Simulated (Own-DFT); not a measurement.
# Response to strain: wurtzite GaN, 72 atoms (Ga36N36)

All numbers below are calculated, not measured. The program, named Own-DFT, is a retired in-house plane-wave density functional code that no person has reviewed. Each row is one single-point run on a periodic cell that was not relaxed, without spin or spin-orbit coupling.

Settings of every run: PBE; PseudoDojo norm-conserving scalar-relativistic files (stringent for Ga); cutoff 96 hartree; 4 x 4 x 3 k mesh centred on Gamma; Gaussian smearing of 0.01 eV.

Known limits: forces not confirmed at this smearing and k mesh; stress not checked against mesh or cutoff.

Unstrained cell vectors in Å: (9.567, 0.000, 0.000); (-4.784, 8.285, 0.000); (0.000, 0.000, 10.370). The unstrained cell has measured lattice constants (interpolated for alloys), not those of this functional. That, the random moves and any unrelaxed bonds set the pressure at no strain. Each run strains this cell uniformly, with the atoms carried along. Every atom was also moved at random, by a Gaussian of width 0.05 Å on each axis. Strain is the symmetric tensor, in per cent. Stress is positive in tension, and the pressure is minus a third of its trace.

```
run  e_xx (%)  e_yy (%)  e_zz (%)  s_xx (GPa)  s_yy (GPa)  s_zz (GPa)  P (GPa)  E (meV/atom)
  1     -3.00     -3.00      0.00      -25.96      -25.47      -12.48    21.30          86.4
  2      1.25      1.25      0.00       -0.56       -1.66       -3.61     1.95           0.0
  3      2.50      2.50      0.00        4.80        4.32       -3.06    -2.02           7.3
  4      1.75      1.75      0.00        1.63        1.77       -5.27     0.63           4.5
  5      1.00      1.00      0.00       -2.33       -1.30       -7.57     3.73          18.0
  6      2.75      2.75      0.00        4.57        6.04       -2.87    -2.58           5.8
  7      0.25      0.25      0.00       -4.53       -5.70       -7.92     6.05          12.8
  8      3.00      3.00      0.00        7.13        5.45       -3.25    -3.11          21.0
  9     -0.75     -0.75      0.00           ?           ?           ?        ?             ?
```

E is the free energy for each atom above the lowest run shown.

## Worked fit

The change of volume is close to e_xx + e_yy + e_zz. A straight line through the runs shown gives P = 8.20 - 205 x (fractional change of volume) GPa, with an error of 9 on the slope and a scatter of 0.96 GPa. The strain isn't the same on all axes and the cell isn't cubic, so the slope belongs to this path and is not the bulk modulus.

## Withheld run

Question: what pressure should run 9 give? Its volume changes by -1.49 %.

The line gives 11.3 GPa. The calculation gave 10.25 GPa.
